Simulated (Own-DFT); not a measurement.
Simulation results for SiC (4H silicon carbide, atoms displaced)

Computed with Own-DFT development build. A calculation, not a measurement: plane-wave PBE density functional theory by an unreviewed code, no spin, of a simulated periodic cell, stress positive in tension, free energy of the whole cell less one offset for each atom, forces on such cells passed a denser k mesh, this cell's mesh not checked; offsets are fitted by least squares, one for each functional and potential file, so energies compare only between cells with the same atoms and settings and are not formation energies; the far tail of each file's local potential was reset to the Coulomb form; each entry is a single point on an unrelaxed cell, so the pressure reflects the starting lattice, mostly measured values (interpolated for alloys), from which strain is counted, and rises with the displacements; printed positions are rounded, which can move forces by about a meV/angstrom; the program, named Own-DFT, is a retired in-house code; no spin-orbit coupling.

Common to all runs: functional PBE; potential files PseudoDojo norm-conserving, scalar-relativistic, standard set; wave cutoff 42 hartree; occupations Fermi-Dirac; smearing width 0.1 eV; hardware one NVIDIA H100; k mesh 4 x 4 x 3 centred on Gamma.

(1) SiC (4H silicon carbide, atoms displaced)

```xyz
72
Lattice="9.2481 0.0000 0.0000 -4.6241 8.0091 0.0000 0.0000 0.0000 10.0681" Properties=species:S:1:pos:R:3 SiC
Si     0.0133     0.1599     4.1712
Si    -0.1160     1.7328     1.5939
C      4.6002     7.9686     1.0266
C     -0.0177     1.8154     3.4793
Si    -1.5696     2.7334     4.0106
Si    -1.5874     4.5147     1.8414
C     -1.4472     2.7673     0.9378
C     -1.7699     4.5798     3.4575
Si    -3.0622     5.3974     4.0730
Si    -3.0241     7.2525     1.6256
C     -2.9645     5.3925     0.9623
C     -3.0662     7.0617     3.4831
Si     3.0655     0.0430     3.9992
Si     3.0655     1.7167     1.6236
C     -1.5926     7.8898     0.9455
C      3.2142     1.7707     3.4452
Si     1.6923     2.6527     4.1242
Si     1.5727     4.4761     1.6767
C      1.5790     2.5325     0.9992
C      1.4376     4.4416     3.6244
Si    -0.0904     5.4297     4.1104
Si    -0.0593     6.9976     1.7252
C      0.0437     5.2325     0.9348
C      0.0085     7.0028     3.5488
Si     6.1142     0.1069     4.0635
Si     6.1182     1.7521     1.5496
C      6.1601     0.0535     0.9666
C      6.1465     1.8048     3.4476
Si     4.5936     2.6426     4.0244
Si     4.7571     4.5245     1.4454
C      4.5351     2.6534     1.1971
C      4.6700     4.4055     3.3743
Si     3.0474     5.3262     4.1685
Si     3.0489     6.9899     1.5299
C      3.1244     5.4356     0.8839
C      2.9684     7.0525     3.3393
Si     4.5029     7.9943     9.1003
Si     4.6274     6.1724     6.7975
C     -4.3717     7.9770     5.8523
C      4.6774     6.0569     8.4129
Si    -2.9433     5.2637     9.2732
Si     6.0872     3.4830     6.5493
C      6.1334     5.2635     5.8705
C      6.2257     3.5440     8.5268
Si    -1.4320     2.8792     9.1034
Si     7.7809     0.7654     6.6085
C      7.6593     2.6837     5.9710
C      7.6317     0.9771     8.5460
Si     6.1028     0.0823     8.8703
Si     1.6415     6.3892     6.4698
C      1.4305     7.9943     5.9487
C      1.5638     6.2956     8.5562
Si     2.9251     5.4867     9.0662
Si     3.0563     3.7645     6.3815
C      3.0028     5.3610     5.9859
C      3.0082     3.6690     8.5425
Si     4.7838     2.6743     8.9977
Si     4.4982     0.9425     6.4672
C      4.8538     2.7437     5.9801
C      4.6150     1.1143     8.4980
Si    -1.5393     7.8628     9.2129
Si    -1.6859     6.1790     6.5318
C      3.0235     0.1133     6.0290
C     -1.5590     6.1963     8.3727
Si     0.1021     5.3722     9.1639
Si     0.1055     3.5247     6.6088
C      0.0507     5.3636     5.9827
C     -0.0298     3.5835     8.5482
Si     1.7275     2.6340     9.0703
Si     1.5922     0.7470     6.5853
C      1.5845     2.7662     6.0878
C      1.4837     1.0214     8.3498
```

* free energy of cell above offsets: 10.141 eV
* pressure: 10.44 GPa
* stress xx: -9.8 GPa
* stress yy: -11.05 GPa
* stress zz: -10.48 GPa
* stress yz: -0.18 GPa
* stress xz: 0.06 GPa
* stress xy: -1.54 GPa
* wall time: 351.6 s

Force:
```csv
element,x (eV/Å),y (eV/Å),z (eV/Å)
Si,-1.033,-3.541,-4.558
Si,2.433,0.473,-0.621
C,-0.113,-0.015,-1.683
C,0.815,1.155,-0.013
Si,-0.374,-0.467,2.218
Si,1.984,-1.521,-9.149
C,-2.796,-0.08,1.073
C,6.348,-3.166,4.09
Si,-5.894,0.008,1.506
Si,-3.92,-3.122,0.22
C,-0.482,0.541,1.158
C,-0.294,3.982,-0.608
Si,0.179,-1.934,2.322
Si,0.149,0.388,-1.823
C,3.313,2.046,0.991
C,-3.364,-1.284,0.86
Si,-3.124,0.582,0.504
Si,0.76,-1.774,-1.042
C,-1.059,1.54,-0.409
C,1.343,-0.069,-2.066
Si,0.457,-4.948,2.728
Si,2.1,1.141,-3.428
C,-0.853,1.724,2.316
C,-1.027,5.776,-1.266
Si,1.494,-2.63,-0.733
Si,0.92,1.196,-0.06
C,-0.97,-2.306,-1.164
C,0.539,0.078,-0.079
Si,3.93,2.782,0.816
Si,-3.058,-1.378,1.88
C,2.397,1.036,-4.127
C,-1.322,1.655,1.389
Si,0.772,0.905,-3.414
Si,-0.31,5.306,0.816
C,-0.204,-4.458,-0.811
C,0.977,1.276,3.907
Si,2.16,0.51,0.744
Si,1.104,0.165,-8.744
C,-5.217,-1.932,3.922
C,-0.647,2.072,7.404
Si,-1.27,0.856,-3.602
Si,9.542,5.608,3.962
C,-1.029,0.586,2.379
C,0.733,1.669,-1.134
Si,-3.051,-4.173,2.097
Si,-0.372,3.069,-0.553
C,2.063,-1.104,-0.499
C,1.827,-0.524,-1.56
Si,-0.501,0.617,4.381
Si,-3.872,-4.314,2.634
C,1.599,3.247,-0.77
C,-3.191,2.558,-3.776
Si,5.578,-4.273,2.043
Si,1.434,-6.359,5.588
C,2.643,5.188,-0.89
C,3.551,0.987,-2.18
Si,-4.016,4.72,4.189
Si,2.593,1.318,3.151
C,-12.07,-5.101,-5.078
C,-1.501,-7.64,-2.808
Si,-0.456,2.978,-3.115
Si,3.102,0.361,0.187
C,2.789,-3.976,-3.858
C,0.842,0.072,2.744
Si,-2.023,-1.106,-1.283
Si,-3.637,2.027,0.809
C,-1.286,0.317,0.148
C,5.31,1.963,-2.176
Si,-3.777,0.508,2.228
Si,-1.385,5.736,2.121
C,1.658,-3.352,-3.357
C,0.061,-4.173,2.906
```

(2) SiC (4H silicon carbide, atoms displaced)

```xyz
72
Lattice="9.2481 0.0000 0.0000 -4.6241 8.0091 0.0000 0.0000 0.0000 10.0681" Properties=species:S:1:pos:R:3 SiC
Si     0.0074     0.0764     4.0834
Si    -0.0771     1.9146     1.5805
C      0.0168     0.0021     0.7640
C     -0.0275     1.8362     3.4394
Si     7.8135     2.3997     3.9888
Si    -1.5351     4.2272     1.6255
C     -1.4698     2.6182     0.8878
C     -1.5231     4.5779     3.3658
Si     6.0842     5.2762     4.2622
Si    -3.1452     7.2232     1.5065
C      6.1340     5.2394     0.9076
C     -3.2393     7.1438     3.3344
Si    -1.7845     7.8431     4.1017
Si     2.9940     2.0351     1.6220
C     -1.6453     7.9992     0.8555
C      2.9932     1.9008     3.6187
Si     1.5022     2.6834     4.1436
Si     1.7000     4.4183     1.4932
C      1.4600     2.6757     0.8962
C      1.4395     4.4022     3.3940
Si     0.1520     5.5093     4.1082
Si     0.1028     7.1568     1.5303
C     -0.0552     5.4617     0.9568
C     -0.0590     7.1082     3.5316
Si     1.4623     7.9902     4.0739
Si     6.2802     1.7633     1.6152
C      1.4967     7.9069     0.7876
C      6.2484     1.9268     3.3481
Si     4.6075     2.5042     4.0393
Si     4.5683     4.5346     1.6102
C      4.5590     2.5802     0.9997
C      4.6236     4.3165     3.2574
Si     3.0581     5.4523     3.9219
Si     3.0623     7.2728     1.4960
C      3.3136     5.4061     0.8819
C      3.0710     7.2811     3.4766
Si     0.0372     0.0934     9.2106
Si     4.7376     5.9791     6.5579
C      4.6239     7.9226     6.0876
C      4.6139     6.1782     8.5805
Si    -2.9988     5.4623     9.0262
Si     6.1119     3.4418     6.5534
C      6.1352     5.2918     5.9164
C      5.9595     3.5650     8.5328
Si     7.7869     2.5290     9.0239
Si     7.6634     0.8112     6.7612
C     -1.4684     2.5933     5.9351
C      7.8006     0.8628     8.6149
Si     6.0205     0.0201     9.2752
Si     1.4574     6.1670     6.7047
C      5.9940     0.0215     6.1862
C      1.5964     6.3018     8.5438
Si     2.9759     5.3872     9.0508
Si     3.1304     3.5968     6.4553
C      3.0907     5.3126     5.7324
C      3.0378     3.6858     8.5290
Si     4.8884     2.5047     9.0804
Si     4.6481     0.9101     6.6052
C      4.5421     2.6029     6.0118
C      4.5866     0.9988     8.5095
Si     3.0855     0.0840     9.2556
Si    -1.5792     6.2293     6.5828
C      3.1873     0.0954     6.0996
C     -1.4560     6.2857     8.4752
Si    -0.1841     5.4364     9.2592
Si    -0.0654     3.1871     6.7667
C      0.0945     5.3053     6.1064
C     -0.0237     3.6144     8.5144
Si     1.3625     2.7444     9.0383
Si     1.5679     0.9596     6.4339
C      1.5185     2.6847     6.2106
C      1.7034     0.7104     8.5664
```

- free energy of cell above offsets: 15.935 eV
- pressure: 12 GPa
- stress xx: -13.83 GPa
- stress yy: -8.3 GPa
- stress zz: -13.87 GPa
- stress yz: 0.5 GPa
- stress xz: -1.7 GPa
- stress xy: 2.15 GPa
- wall time: 384.6 s

Force:
```csv
element,x (eV/Å),y (eV/Å),z (eV/Å)
Si,-0.771,-0.89,1.469
Si,3.907,-3.342,-0.44
C,-1.545,1.788,8.444
C,5.57,-3.049,-1.8
Si,-4.727,7.387,4.529
Si,-1.195,6.415,-1.306
C,-2.83,-0.422,-1.284
C,0.099,-1.339,4.233
Si,0.899,-0.923,-9.778
Si,0.919,-3.502,-0.94
C,1.674,1.252,-0.199
C,0.054,-1.135,2.392
Si,3.726,3.104,0.583
Si,0.304,-4.322,-0.101
C,2.358,1.224,5.926
C,-0.033,-3.693,-2.631
Si,-1.004,1.931,1.114
Si,-2.211,2.287,0.108
C,-0.053,1.239,-0.136
C,2.191,1.544,0.096
Si,-2.831,-5.835,1.39
Si,-5.021,-0.66,1.937
C,1.165,-3.254,0.871
C,0.016,3.886,-2.482
Si,0.426,1.67,1.837
Si,-3.281,0.403,-3.375
C,2.185,2.533,8.908
C,-1.965,-3.715,2.825
Si,0.621,3.425,0.508
Si,4.415,-2.727,-4.837
C,2.992,1.273,-1.188
C,-0.448,1.267,8.024
Si,0.404,-2.585,-0.351
Si,1.707,-2.694,0.1
C,-6.098,1.87,-0.032
C,-0.858,-0.863,-1.661
Si,2.377,-2.9,-7.08
Si,-5.652,4.888,2.997
C,0.308,0.471,-2.149
C,0.234,1.374,-2.608
Si,-2.475,-2.292,3.073
Si,1.093,0.267,1.207
C,3.729,-1.936,3.811
C,8.6,3.733,-4.066
Si,-1.939,4.304,2.053
Si,0.265,-0.847,-1.649
C,-3.307,-1.85,-0.292
C,-2.594,-1.203,-1.567
Si,1.639,-0.03,-9.903
Si,2.662,1.516,-0.181
C,5.726,-2.366,-3.465
C,-3.464,0.81,0.071
Si,3.988,-0.909,1.767
Si,-2.109,0.911,3.551
C,0.172,0.591,2.754
C,-0.388,-2.735,-1.743
Si,-8.18,3.4,5.746
Si,-2.32,1.465,2.708
C,2.361,0.584,-2.708
C,0.316,-5.854,-1.165
Si,2.753,-1.151,-3.36
Si,2.76,0.263,0.689
C,-4.198,-3.193,-3.399
C,-2.675,1.05,-1.118
Si,4.331,-1.811,-1.729
Si,0.955,6.345,-1.389
C,-3.859,-1.565,-2.557
C,-3.428,0.4,0.586
Si,6.41,-2.453,1.354
Si,0.299,-3.909,4.455
C,1.113,0.185,-4.238
C,-6.265,4.903,-3.212
```

(3) SiC (4H silicon carbide, atoms displaced)

```xyz
72
Lattice="9.2481 0.0000 0.0000 -4.6241 8.0091 0.0000 0.0000 0.0000 10.0681" Properties=species:S:1:pos:R:3 SiC
Si     4.5886     8.0068     4.0320
Si     0.0541     1.8050     1.5588
C      9.1339     0.0435     1.0385
C      0.0338     1.8903     3.4540
Si    -1.5479     2.8213     4.0824
Si    -1.6691     4.5645     1.3232
C      7.5378     2.7044     1.0883
C     -1.6391     4.4798     3.4723
Si     6.2109     5.2442     3.8554
Si    -3.0854     7.0008     1.6093
C      6.0013     5.3245     0.9390
C     -3.0061     7.0617     3.4279
Si    -1.4816     7.9811     4.0914
Si     2.9127     1.9139     1.5361
C      3.2205     0.1862     0.8974
C      3.0121     1.8500     3.4591
Si     1.5869     2.7579     4.0595
Si     1.6055     4.5951     1.5356
C      1.4490     2.7396     0.9019
C      1.4775     4.4932     3.4815
Si    -0.0648     5.2385     4.1638
Si     0.0412     7.1028     1.6757
C     -0.0620     5.3759     0.9643
C      0.0025     7.0684     3.6517
Si     1.5758     7.9644     3.9890
Si     6.1456     1.8850     1.5108
C      6.0161     0.0215     0.9552
C      6.2799     1.7983     3.5620
Si     4.7802     2.7628     4.0937
Si     4.8017     4.3895     1.6211
C      4.7507     2.6843     0.7790
C      4.5884     4.5376     3.3260
Si     3.2294     5.4156     3.9271
Si     3.1637     7.1996     1.3591
C      3.0123     5.3756     1.0421
C      2.9583     7.1871     3.5014
Si     4.4583     7.8883     9.2232
Si     4.6214     6.2808     6.5861
C      4.6544     7.9050     5.9859
C      4.6512     6.2783     8.4605
Si     6.0954     5.4093     9.1421
Si     6.1003     3.4643     6.8301
C     -2.9859     5.4537     6.0911
C      6.1719     3.6010     8.4191
Si    -1.5471     2.9167     9.0496
Si     7.8087     1.2147     6.6178
C      7.6556     2.7083     5.8822
C      7.6395     0.8845     8.6973
Si     1.4587     7.9258     9.2933
Si     1.6387     6.0939     6.6621
C      6.2748     0.0795     5.9949
C      1.5784     6.2174     8.4435
Si     3.0489     5.2903     9.2480
Si     3.1383     3.6369     6.6361
C      3.1458     5.5048     5.9446
C      3.0884     3.5689     8.5067
Si     4.6729     2.5198     9.1078
Si     4.5614     0.8882     6.6965
C      4.5558     2.7778     5.7904
C      4.5040     0.9313     8.5214
Si     3.1678     0.0126     9.1407
Si    -1.5487     6.1550     6.5206
C     -1.4589     7.8899     6.0867
C     -1.5816     6.2249     8.5429
Si    -0.0622     5.4053     9.0990
Si     0.0096     3.4011     6.5497
C      0.1392     5.1717     6.0902
C     -0.0179     3.4964     8.7195
Si     1.5106     2.6138     9.1316
Si     1.7454     0.8802     6.4722
C      1.3754     2.6572     5.8279
C      1.6322     0.8201     8.4245
```

- free energy of cell above offsets: 10.466 eV
- pressure: 10.48 GPa
- stress xx: -13.24 GPa
- stress yy: -7.9 GPa
- stress zz: -10.29 GPa
- stress yz: -0.02 GPa
- stress xz: 2.03 GPa
- stress xy: -1.12 GPa
- wall time: 352.4 s

Force:
```csv
element,x (eV/Å),y (eV/Å),z (eV/Å)
Si,0.378,0.893,1.437
Si,-3.079,1.321,1.397
C,6.376,1.204,-2.078
C,-0.399,-1.182,-0.157
Si,1.066,-3.208,-1.262
Si,2.428,-2.883,3.573
C,5.382,2.817,-3.54
C,4.528,-0.864,-2.576
Si,-3.483,4.346,5.343
Si,0.451,4.264,-0.901
C,3.431,2.684,-2.499
C,-1.149,0.518,0.407
Si,-1.086,1.298,0.676
Si,3.343,-1.38,0.899
C,-2.059,-2.802,1.763
C,2.866,-0.891,-0.428
Si,-1.402,-0.337,-0.806
Si,-5.142,-3.217,2.574
C,1.138,1.079,0.01
C,2.076,0.547,-1.415
Si,1.121,1.428,0.358
Si,-2.387,0.593,0.493
C,0.709,0.603,-0.901
C,0.34,-0.324,-2.749
Si,-3.051,3.1,4.979
Si,-1.72,-3.779,3.018
C,3.064,0.233,2.078
C,-2.179,0.155,-2.67
Si,-2.165,-1.669,-3.071
Si,-5.904,-2.389,-2.627
C,-3.228,1.535,3.529
C,2.872,-2.416,2.08
Si,-5.266,1.089,3.195
Si,-6.935,-2.552,5.076
C,4.583,1.074,-2.28
C,5.813,-2.305,-3.867
Si,2.804,3.378,-2.033
Si,1.806,-1.133,0.725
C,0.888,5.357,-1.584
C,-2.003,-1.868,1.729
Si,0.351,-0.277,-1.835
Si,0.198,2.37,-10.98
C,-5.263,-4.439,-2.928
C,-1.203,0.4,7.585
Si,-2.475,-6.002,3.738
Si,-1.189,-9.699,1.592
C,-0.157,3.962,1.383
C,-0.339,2.16,-1.775
Si,0.604,1.499,-4.925
Si,-1.069,4.026,-2.051
C,-1.436,-0.286,0.545
C,-0.92,-0.446,3.458
Si,0.703,0.47,-2.264
Si,-1.496,0.608,-1.691
C,0.617,-3.894,-1.2
C,0.263,-0.774,0.529
Si,-0.923,4.566,-0.813
Si,3.196,-0.328,-2.952
C,0.445,-0.966,6.382
C,3.423,-2.191,-1.25
Si,-3.568,-0.868,0.085
Si,4.157,0.442,3.288
C,0.629,1.583,-3.037
C,0.329,0.121,-0.358
Si,1.57,-1.15,0.258
Si,-1.636,2.675,2.404
C,-2.349,1.38,-1.155
C,2.616,2.737,-4.014
Si,1.177,-1.008,-1.167
Si,-4.487,-0.542,1.89
C,5.106,-1.589,2.217
C,-1.705,1.145,1.141
```

(4) SiC (4H silicon carbide, atoms displaced)

```xyz
72
Lattice="9.2481 0.0000 0.0000 -4.6241 8.0091 0.0000 0.0000 0.0000 10.0681" Properties=species:S:1:pos:R:3 SiC
Si     4.4840     8.0062     4.1585
Si    -0.1551     1.9979     1.5294
C      4.5143     7.9766     1.0701
C      0.0726     1.7458     3.3599
Si     7.8516     2.3584     4.0323
Si    -1.5986     4.2335     1.4985
C      7.6575     2.6184     1.0458
C     -1.5596     4.5984     3.4808
Si    -2.9854     5.3723     4.0682
Si    -3.1766     7.0941     1.6890
C      6.0557     5.1074     1.1411
C     -2.9450     7.1084     3.4050
Si     3.0274     0.2054     4.0033
Si     3.1182     1.8187     1.6845
C      3.2275     0.0894     0.7488
C      3.0542     1.7765     3.4670
Si     1.6393     2.4520     4.1130
Si     1.3723     4.3792     1.5212
C      1.5948     2.6325     0.8696
C      1.4185     4.3232     3.3238
Si     0.1361     5.5141     4.1497
Si     0.0555     6.8722     1.5689
C      0.1294     5.3982     0.8303
C      0.0450     7.0108     3.4229
Si     6.2365     0.0621     4.1707
Si     6.2100     1.9097     1.5312
C      5.9335     0.0900     0.9403
C      6.1113     1.8914     3.3664
Si     4.6551     2.6009     4.1651
Si     4.6518     4.4715     1.6767
C      4.4561     2.6819     0.9074
C      4.7694     4.4368     3.2375
Si     3.1391     5.2921     3.8977
Si     3.0377     6.9832     1.7219
C      3.1269     5.3001     0.7298
C      3.0731     7.1999     3.5757
Si    -4.6095     7.9909     9.2086
Si     4.4905     6.1415     6.5096
C     -4.4989     7.8751     5.8745
C      4.8094     6.3121     8.6192
Si    -3.0877     5.4413     8.9819
Si     6.1529     3.6365     6.6553
C     -3.0486     5.3265     5.9695
C      6.2946     3.7353     8.5673
Si     7.6423     2.7336     9.0972
Si     7.5935     0.9612     6.6911
C      7.5750     2.5710     5.9218
C      7.7787     0.9239     8.5244
Si     1.4797     7.8893     9.0459
Si     1.6167     6.3279     6.5466
C      1.6323     7.8877     6.2235
C      1.5967     6.2293     8.7012
Si     3.0001     5.3522     9.0980
Si     3.0875     3.4990     6.5816
C      2.9727     5.3478     5.9544
C      2.8841     3.5569     8.4112
Si     4.5043     2.4837     9.0845
Si     4.6334     0.8556     6.7431
C      4.5834     2.7148     5.8728
C      4.3475     0.8195     8.4837
Si    -1.5682     7.8532     9.1422
Si    -1.5092     6.2414     6.8119
C     -1.5891     7.9877     5.7713
C     -1.4249     6.0019     8.4049
Si     0.1602     5.3000     9.1610
Si     0.1208     3.7702     6.6509
C     -0.0259     5.2365     5.8871
C     -0.0455     3.6724     8.4594
Si     1.6288     2.5681     9.0348
Si     1.4868     0.7676     6.7587
C      1.5162     2.7860     6.0244
C      1.4654     0.8746     8.6378
```

- free energy of cell above offsets: 19.856 eV
- pressure: 13.87 GPa
- stress xx: -11.19 GPa
- stress yy: -14.47 GPa
- stress zz: -15.94 GPa
- stress yz: 1.92 GPa
- stress xz: 0.72 GPa
- stress xy: 0.51 GPa
- wall time: 350.2 s

Force:
```csv
element,x (eV/Å),y (eV/Å),z (eV/Å)
Si,5.198,0.468,-2.421
Si,7.595,-6.668,0.919
C,0.386,1.014,-0.977
C,0.888,-1.473,0.977
Si,-3.822,6.33,2.411
Si,-0.222,7.905,4.032
C,-0.839,0.886,-5.642
C,4.148,-3.635,-1.635
Si,-1.13,0.348,0.438
Si,1.05,-0.418,-3.84
C,6.287,5.188,-5.237
C,-2.174,1.358,2.737
Si,1.267,-8.387,0.653
Si,-1.382,-1.813,-4.157
C,-1.831,-2.48,6.374
C,3.72,2.623,-0.953
Si,-4.979,5.313,1.488
Si,4.501,-0.679,-0.818
C,-2.248,0.391,0.627
C,2.323,0.987,2.578
Si,-2.675,-6.632,-1.261
Si,-1.506,8.112,1.185
C,-3.394,-5.319,-0.062
C,0.421,6.25,-0.071
Si,-2.859,-0.367,-1.094
Si,-6.576,-4.37,0.255
C,3.393,-1.002,-0.322
C,1.905,-2.597,1.852
Si,0.064,2.281,-3.817
Si,-5.887,-2.777,-10.27
C,3.461,0.968,0.138
C,-2.046,-0.129,12.64
Si,-1.215,-0.85,1.523
Si,-0.643,2.211,-3.984
C,-0.736,-0.128,7.19
C,-1.17,-3.08,-1.322
Si,-1.507,0.507,2.039
Si,3.6,1.143,1.32
C,-2.388,1.541,3.33
C,-6.483,0.349,-4.107
Si,2.841,-2.706,4.728
Si,0.761,-1.336,-1.592
C,-1.1,0.708,0.539
C,-3.863,-3.868,-2.072
Si,2.425,-0.943,0.051
Si,3.544,-0.622,-0.084
C,1.435,1.348,0.385
C,-2.203,-0.222,0.537
Si,0.51,4.936,3.615
Si,-2.473,-8.593,2.929
C,-2.492,8.051,-3.962
C,-1.299,-0.245,-5.365
Si,4.505,-1.621,-0.99
Si,-1.136,1.506,-0.362
C,1.877,-1.998,-1.396
C,5.04,1.066,-0.395
Si,0.014,4.378,1.879
Si,-1.575,-0.059,-4.512
C,1.127,-0.91,4.777
C,4.408,-0.183,-0.933
Si,-2.319,-0.451,-0.962
Si,-0.633,0.088,-10.93
C,1.409,0.499,5.816
C,-0.003,2.945,7.319
Si,-2.088,-0.095,-1.33
Si,-1.848,-5.743,0.117
C,0.492,6.499,1.768
C,1.311,-3.025,1.473
Si,-3.8,1.773,2.474
Si,0.708,1.468,-2.609
C,0.338,-3.583,-1.283
C,1.594,-2.432,-2.344
```
